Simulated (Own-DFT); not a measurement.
## Calculated data, Hf$_{16}$O$_{31}$ (monoclinic hafnia with two neutral oxygen vacancies, strained, atoms displaced), Hf$_{32}$O$_{63}$ (monoclinic hafnia with one neutral oxygen vacancy, atoms displaced)

A calculation, not a measurement: plane-wave PBE and HSE06 DFT by an unreviewed code, no spin, of a simulated cell at Gamma alone, so results move with cell size and shape, stress positive in tension, energies less offsets, not probed for a lower state with spin; hafnium file: forces about 75 meV/angstrom off all-electron values; oxygen file: force components 24 meV/angstrom off all-electron in a glass; k mesh not checked against a denser one; forces and stress are PBE's, HSE06 gives the energy alone, and its difference from PBE has offsets of its own; offsets are fitted by least squares, one for each functional and potential file, so energies compare only between cells with the same atoms and settings and are not formation energies; the far tail of each file's local potential was reset to the Coulomb form; each entry is a single point on an unrelaxed cell, so the pressure reflects the starting lattice, mostly measured values, from which strain is counted, and rises with the displacements; printed positions are rounded, which can move forces by about a meV/angstrom; the program is a retired in-house code; no spin-orbit coupling. Program: Own-DFT development build.

Common to all runs: first functional PBE; second functional HSE06; exact exchange share 0.25; screening 0.11 1/bohr; exchange divergence Gygi-Baldereschi; potential files PseudoDojo norm-conserving, scalar-relativistic, made for PBE, standard set; wave cutoff 48 hartree; occupations fixed; k mesh 1 x 1 x 1 centred on Gamma.

(1) 
```xyz
94
Lattice="10.2522 -0.0375 -0.0206 -0.0379 10.4118 -0.0413 -1.7196 -0.0355 10.3040" Properties=species:S:1:pos:R:3:force_x:R:1:force_y:R:1:force_z:R:1 formula=Hf16O31 PBE_energy_of_cell_above_offsets=-77.603 HSE06_less_PBE_above_offsets=1.090 PBE_pressure=9.17 PBE_stress_xx=-6.61 PBE_stress_yy=-8.49 PBE_stress_zz=-12.4 PBE_stress_yz=-1.63 PBE_stress_xz=-0.88 PBE_stress_xy=1.26
Hf     1.1812     0.2300     1.1396      1.578     -2.433     -1.836
Hf     3.3337     2.7305     1.4120      3.546       3.07      1.302
Hf     3.0496     4.9296     3.9537      0.602      0.798      2.006
Hf     0.7952     2.5204     3.5250     -0.024     -3.419      3.345
O      0.0502     1.5512     1.8246     -2.735      3.266     -0.216
O      4.6867     4.4096     0.7823     -1.737     -0.633     -0.565
O      4.1589     3.3211     3.3388      0.373      1.034      0.915
O     -0.3891     0.8169     4.3892     -0.266      0.065     -0.681
O      1.9365     3.9803     2.4595     -1.601      0.156          0
O      2.9576     1.2992     0.1604     -2.437      0.355     -2.063
O      2.3780     1.4196     2.5365     -0.584     -2.561       2.29
O      1.4954     3.8745     5.0284      -1.26      0.005     -0.207
Hf     0.3921     0.1321     6.4455     -1.455      2.013     -8.166
Hf     2.5373     2.7519     6.6652      2.617     -0.754     -2.359
Hf     2.0520     4.8908     9.1820      4.089      1.121      2.313
Hf    -0.0839     2.3513     8.7148      0.503     -0.471      1.972
O     -0.6683     1.7592     6.9273     -2.852       1.52       0.01
O      3.7739     4.2098     5.8981      0.864      0.568      -0.33
O      3.3106     3.4339     8.4654     -0.537      0.194      0.954
O     -1.3017     0.9114     9.5736      1.026      0.486     -0.808
O      1.0653     3.8964     7.5197     -1.857      0.638      1.701
O      1.9056     1.3447     5.2292      0.625     -0.877      -0.32
O      1.4981     1.2538     7.7826      0.486       1.02       1.66
O      2.3011     4.0448     0.1038      0.252     -2.334     -3.793
Hf     1.2363     5.4518     1.0685     -0.821      2.171      1.078
Hf     3.2463     8.1076     1.4468      2.856     -0.649     -1.609
Hf     3.0552    10.1190     4.0008     -0.035      1.081      2.757
Hf     0.7375     7.5909     3.6791      1.825     -0.629     -0.063
O      0.0026     6.9388     1.7724      0.092     -0.362     -0.632
O      4.5851     9.4863     0.6012      0.818      0.024      3.379
O      4.1616     8.5950     3.2468     -0.987      2.136      1.382
O     -0.4028     6.0530     4.2510      0.219      -1.11      1.783
O      1.7650     9.1364     2.4363       0.11      1.216      1.347
O      2.6910     6.6784     0.1029       0.31     -1.626     -0.372
O      2.3629     6.5440     2.6425     -0.263     -0.974      0.137
O      1.4345     8.8791     5.1664       0.19      0.818     -1.477
Hf     0.3621     5.3481     6.2426      0.727      1.249     -2.183
Hf     2.6218     7.9253     6.7428     -0.387      0.725     -1.569
Hf     2.0666    10.1977     9.2336      0.094      -0.46      0.084
Hf    -0.1411     7.3958     8.6386      -1.31      5.028      5.938
O     -0.8056     7.0321     6.9539     -0.385     -2.742     -4.678
O      3.7153     9.4047     6.0577       1.26      1.422     -1.981
O      3.2309     8.7462     8.6221      1.388     -2.824         -2
O     -1.2464     5.9970     9.4768     -0.126     -0.764     -0.256
O      1.0961     9.3183     7.5158      0.642     -4.859      4.033
O      2.0498     6.3834     5.1991     -1.688      0.438      1.341
O      1.4069     6.4577     7.9437      2.279     -1.945      -2.17
O      0.5822     9.1092    10.2463     -1.536      0.051     -1.267
Hf     6.4119     0.3921     1.0908     -3.329     -2.735     -0.422
Hf     8.5827     2.7779     1.3701     -0.358      0.498      1.311
Hf     8.1919     4.9893     3.9914     -0.612     -1.252      0.808
Hf     5.9435     2.4175     3.6916     -0.659     -0.411     -1.176
O      5.0925     1.8184     1.7067      2.405     -1.453      0.215
O      9.6513     4.3734     0.7282      0.789     -0.506      1.321
O      9.3107     3.3824     3.2716      -0.97      1.416       0.12
O      4.9149     0.8735     4.3712     -2.598     -1.953     -0.632
O      6.8449     3.9017     2.3695      1.939     -1.367       1.91
O      7.9230     1.3309     0.0433       0.59     -1.017     -0.038
O      7.6164     1.2584     2.6435     -1.149      0.288      -0.17
Hf     5.6670     0.1688     6.3523     -4.067      1.546     -2.903
Hf     7.7209     2.7116     6.5676      0.067     -0.258     -0.015
Hf     7.3528     4.8758     9.1725       -2.9      1.902     -0.484
Hf     5.0824     2.2828     8.7567      -2.98      0.707      0.457
O      4.3906     1.6820     6.9021     -1.207     -0.353     -0.209
O      8.5247     3.3796     8.7162     -0.314     -0.457     -2.019
O      3.8395     0.7420     9.5511       2.04      2.162     -0.832
O      6.0304     3.7136     7.5807      2.066      2.589     -1.411
O      7.0736     1.0986     5.2084      1.683       2.77      1.077
O      6.5934     1.3758     7.8086      2.711     -2.334      0.154
O      5.6775     3.6688    10.1456      0.861      1.244       0.45
Hf     6.3680     5.3971     1.1623     -1.443      0.775     -3.863
Hf     8.4501     7.8694     1.4764      1.676      1.288     -0.885
Hf     8.0034    10.0196     3.9216      3.643      2.422      1.348
Hf     5.8387     7.5772     3.5723      0.163     -0.769       0.07
O      5.2745     6.9978     1.7303     -0.794     -0.225     -0.357
O      9.7261     9.4515     0.6228      -0.59     -0.052      1.797
O      9.3404     8.5159     3.3113     -2.495      1.726      0.493
O      4.6757     6.1715     4.3557      0.316     -1.201      0.245
O      6.9260     9.1622     2.3288       0.36     -0.157      1.318
O      7.9250     6.5368     0.1145      0.583     -1.519     -0.467
O      7.4728     6.3461     2.6855      0.339      1.407      0.039
O      6.5393     9.0157     5.0437     -0.864      0.164     -1.721
Hf     5.4492     5.3948     6.2505      0.124     -0.287     -0.295
Hf     7.6281     8.0361     6.4784      0.495     -1.661      3.368
Hf     7.2546    10.1702     9.2594      0.779      -2.78     -0.891
Hf     4.9403     7.6453     8.8481      0.601     -2.148     -1.022
O      4.2215     6.7309     6.9700     -0.816      1.126     -0.052
O      8.8366     9.4411     5.9167      0.617      0.966     -0.069
O      8.4532     8.4960     8.5961     -1.665      2.124     -1.007
O      4.0604     6.0181     9.4281     -2.361     -1.239      0.474
O      6.0762     9.1438     7.4749        1.1     -1.112       2.96
O      7.0742     6.5886     5.1654     -0.204     -1.582     -0.458
O      6.5569     6.5587     7.7213       0.43     -1.573      0.787
O      5.5832     8.8714    10.2067      1.508      3.034       0.55
```

Units: PBE_energy_of_cell_above_offsets, HSE06_less_PBE_above_offsets in eV; PBE_pressure, PBE_stress_xx, PBE_stress_yy, PBE_stress_zz, PBE_stress_yz, PBE_stress_xz, PBE_stress_xy in GPa; force_x, force_y, force_z in eV/Å.

(2) 
```xyz
95
Lattice="10.2340 0.0000 0.0000 0.0000 10.3500 0.0000 -1.6955 0.0000 10.4453" Properties=species:S:1:pos:R:3:force_x:R:1:force_y:R:1:force_z:R:1 formula=Hf32O63 PBE_energy_of_cell_above_offsets=-94.171 HSE06_less_PBE_above_offsets=-0.126 PBE_pressure=4.2 PBE_stress_xx=-4.31 PBE_stress_yy=-4.08 PBE_stress_zz=-4.2 PBE_stress_yz=-0.28 PBE_stress_xz=-0.09 PBE_stress_xy=0.08
Hf     1.2399     0.1682     1.0328      0.025      0.307      1.178
Hf     3.4897     2.7445     1.5527     -0.612      0.493     -0.327
Hf     3.0090     4.9938     4.0920      1.199      -0.63      1.638
Hf     0.7848     2.3927     3.7180       0.54      -0.51     -0.514
O      0.0683     1.6940     1.8169     -0.476      0.346     -0.129
O      4.6139     4.3064     0.7970      0.145     -0.265      0.387
O      4.2162     3.4827     3.4387     -0.041     -0.385     -0.424
O     -0.3395     0.8722     4.4086      -0.78     -0.098     -0.192
O      1.8824     3.8917     2.4888     -0.108      0.665      0.067
O      2.8113     1.2916     0.1089      0.107      0.855     -0.114
O      2.3979     1.2683     2.6945      0.072     -0.045      0.318
O      1.4425     3.8413     5.1342       0.01      0.198     -0.659
Hf     0.3602     0.2272     6.3014      0.618      -0.49     -0.056
Hf     2.5923     2.7432     6.7566      0.003       1.55     -0.447
Hf     2.1692     4.9314     9.4021      0.698      0.656     -1.457
Hf    -0.0487     2.4351     8.9856      0.538     -0.502     -1.317
O     -0.7490     1.7287     6.9989      -0.45      0.308      0.354
O      3.7576     4.3093     6.0604     -0.249       0.12     -0.669
O      3.3319     3.4725     8.6108      0.566      -0.37       0.67
O     -1.1879     0.8774     9.6400     -0.397     -0.043      -0.36
O      1.0101     3.8969     7.7009     -0.218      0.033      0.499
O      1.9119     1.3193     5.2975      0.449      0.298      0.046
O      1.5516     1.2726     7.8809     -0.376      -0.38      0.945
O      0.6359     3.8960    10.3336     -0.798     -0.856      0.341
Hf     1.1740     5.3921     1.1428      0.739     -0.574     -1.181
Hf     3.4599     7.9404     1.5228      0.466      1.172     -0.333
Hf     3.1021    10.1650     4.1406     -1.804     -0.647     -0.524
Hf     0.8457     7.5600     3.6984     -0.334      0.791      0.881
O      0.0443     6.8575     1.8215     -0.111      0.338       0.03
O      4.6184     9.5101     0.7820      0.085     -0.338      0.279
O      4.2077     8.6205     3.3776        0.1      0.216      0.473
O     -0.3209     6.0433     4.4416     -0.619     -0.193     -0.328
O      1.8767     9.0830     2.5460      0.068      0.038     -0.801
O      2.8318     6.4846     0.1263     -0.357      0.172      0.151
O      2.4053     6.4713     2.7073     -0.308     -0.679      0.269
O      1.4689     9.0474     5.1192       0.01     -0.509     -0.065
Hf     0.4329     5.3963     6.2923     -0.565     -0.294      0.797
Hf     2.6273     7.9870     6.7527     -0.033     -0.284     -0.006
Hf     2.1470    10.1467     9.2811      0.106      0.191      1.191
Hf    -0.0839     7.5281     8.9300      1.558      0.564     -0.071
O     -0.7685     6.9068     7.1045     -0.441     -0.268     -1.179
O      3.7624     9.5266     6.0165      0.335     -0.503      0.579
O      3.2690     8.6312     8.6558      1.521     -0.721     -0.056
O     -1.1835     6.0752     9.6027     -1.219     -1.478      1.185
O      1.0852     9.0983     7.7239     -0.852      0.256     -0.337
O      1.9257     6.5443     5.3780      0.702     -0.207     -1.034
O      1.5330     6.4025     7.8804      0.211       0.05      0.903
O      0.6167     9.0288    10.3654      -0.12      -0.41     -0.454
Hf     6.3358     0.2223     1.0853     -0.043     -1.051     -0.392
Hf     8.5627     2.7837     1.5234      0.124      0.254     -0.168
Hf     8.1358     4.9112     4.1602     -0.327      1.425     -0.046
Hf     5.9522     2.3967     3.6790     -0.437      0.195      1.089
O      5.2160     1.7164     1.7897     -0.328      0.559      0.449
O      9.6694     4.3092     0.8234      1.048      0.543     -0.273
O      9.2838     3.4899     3.3734      0.782     -0.693      0.371
O      4.7452     0.8415     4.4467      1.152      1.114     -0.504
O      6.9834     3.9617     2.5160     -0.071     -1.116      0.027
O      7.9123     1.3749     0.0791      0.119     -0.563      0.249
O      7.4694     1.2275     2.7861      0.263      0.596      -1.08
O      6.5590     3.8639     5.1316      0.109     -1.027     -0.795
Hf     5.5117     0.1941     6.3114      0.023      0.176      0.075
Hf     7.7538     2.7884     6.7230     -0.661      0.073      0.254
Hf     7.2648     4.9554     9.3383     -0.044      0.089     -0.524
Hf     5.0981     2.3247     8.9190      -0.73      1.496      -0.48
O      4.2813     1.7117     7.0451      1.168     -0.861      -0.05
O      8.8346     4.2823     6.0257      1.279      0.852     -0.097
O      8.4707     3.4099     8.6207     -0.324      0.546      0.673
O      3.9019     0.8888     9.6609     -0.091     -0.179      -0.38
O      6.1793     3.9739     7.7023      0.109      -0.93      0.486
O      7.0736     1.3049     5.3230     -0.079      0.341     -0.031
O      6.6570     1.2402     7.8890     -0.265      0.006      0.492
O      5.7503     3.8465    10.3234     -0.334       0.03     -0.049
Hf     6.3087     5.4164     1.1362      0.952     -0.114     -0.744
Hf     8.5924     7.9699     1.5480     -0.744      0.394     -0.398
Hf     8.1612    10.1561     4.1225      0.059     -0.644       0.37
Hf     5.9645     7.5996     3.6923     -0.319     -1.168      0.418
O      5.2356     6.9022     1.8564     -1.253      0.426     -0.778
O      9.7147     9.5053     0.7672      0.209     -0.301      0.406
O      9.3420     8.6391     3.4185     -0.079     -0.178     -0.113
O      4.7839     6.0388     4.4227     -0.981      0.108      -0.72
O      6.9925     9.0777     2.4917      0.294      0.294      0.092
O      7.4737     6.3964     2.7107       0.84      0.411     -0.066
O      6.5908     8.9758     5.1188     -0.124      0.855      0.072
Hf     5.4905     5.4261     6.2993      0.069     -1.346     -0.148
Hf     7.7479     7.9611     6.7418     -0.396     -0.281      0.026
Hf     7.2994    10.1546     9.3182      0.217     -0.466      0.454
Hf     5.0615     7.5608     8.9732      0.427     -0.006     -0.632
O      4.4207     6.8581     7.0326     -2.211      2.137      0.486
O      8.8546     9.5074     6.0018      0.403     -0.105      0.456
O      8.4920     8.6582     8.6732     -0.198      0.082     -0.399
O      3.9506     6.0835     9.6383     -0.623     -0.645      0.534
O      6.1861     9.0638     7.7228     -0.286      0.537      -0.01
O      7.0314     6.5051     5.3053      1.038      0.369      0.246
O      6.6366     6.4277     7.9001      0.704      0.233      1.487
O      5.7485     9.0223    10.3721     -0.042     -0.402     -0.491
```

Units: PBE_energy_of_cell_above_offsets, HSE06_less_PBE_above_offsets in eV; PBE_pressure, PBE_stress_xx, PBE_stress_yy, PBE_stress_zz, PBE_stress_yz, PBE_stress_xz, PBE_stress_xy in GPa; force_x, force_y, force_z in eV/Å.
